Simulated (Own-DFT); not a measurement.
# Stretching a layer in its plane: wurtzite AlGaN with randomly placed atoms, 72 atoms (Al27Ga9N36)

No measurement is shown. These are fixed-geometry runs of a retired plane-wave code named Own-DFT, which no person has reviewed; spin and spin-orbit coupling are neglected.

Common settings: PBE; PseudoDojo norm-conserving scalar-relativistic files (stringent for Ga); cutoff 96 hartree; 4 x 4 x 3 k mesh centred on Gamma; Gaussian smearing of 0.01 eV.

Known weak points: forces on such cells passed a denser k mesh, each cell not checked; stress not checked against mesh or cutoff.

Unstrained cell vectors in Å: (9.394, 0.000, 0.000); (-4.697, 8.135, 0.000); (0.000, 0.000, 10.066). The unstrained cell has measured lattice constants (interpolated for alloys), not those of this functional. That, the random moves and any unrelaxed bonds set the pressure at no strain. Each run strains x and y alike by e, as a substrate would, and holds the height along z. Each coordinate of each atom was shifted by a normal deviate of width 0.05 Å. The random placing of the alloy's atoms differs from row to row. Stress is positive in tension.

| e (%) | u (Å) | (s_xx + s_yy)/2 (GPa) | s_zz (GPa) |
|---|---|---|---|
| -3.00 | 0.049 | -25.99 | -11.01 |
| -2.75 | 0.047 | -24.19 | -10.17 |
| -2.25 | 0.050 | -21.67 | -9.61 |
| -1.25 | 0.046 | -13.83 | -7.51 |
| -0.75 | 0.047 | -10.21 | -8.38 |
| -0.25 | 0.051 | -8.33 | -6.04 |
| 0.25 | 0.047 | -6.10 | -2.94 |
| 1.00 | 0.052 | ? | ? |
| 1.75 | 0.051 | 2.79 | -3.31 |
| 2.00 | 0.048 | 5.00 | -5.21 |

## Working it out

With e as a fraction, the in-plane stress is -6.7 + 592 e - 1812 e² GPa (errors 17 and 946, scatter 0.72), and s_zz is -6.1 + 144 e GPa (slope ± 27, scatter 1.42). At e = 0 the first slope is C11 + C12 and the second 2 C13, both with the ions held to the strained lattice and at the cell's own pressure. A free layer would change its height as e changes, and the in-plane slope would drop by 2 C13²/C33 to the biaxial modulus. At fixed height, a misfit of 1 % moves the in-plane stress by about 5.9 GPa and s_zz by 1.4 GPa.

## Prediction

The question: what are the two stresses at e = 1.00 %?

The fitted form gives -0.9 and -4.7 GPa. The calculation gave -0.96 and -6.10 GPa.
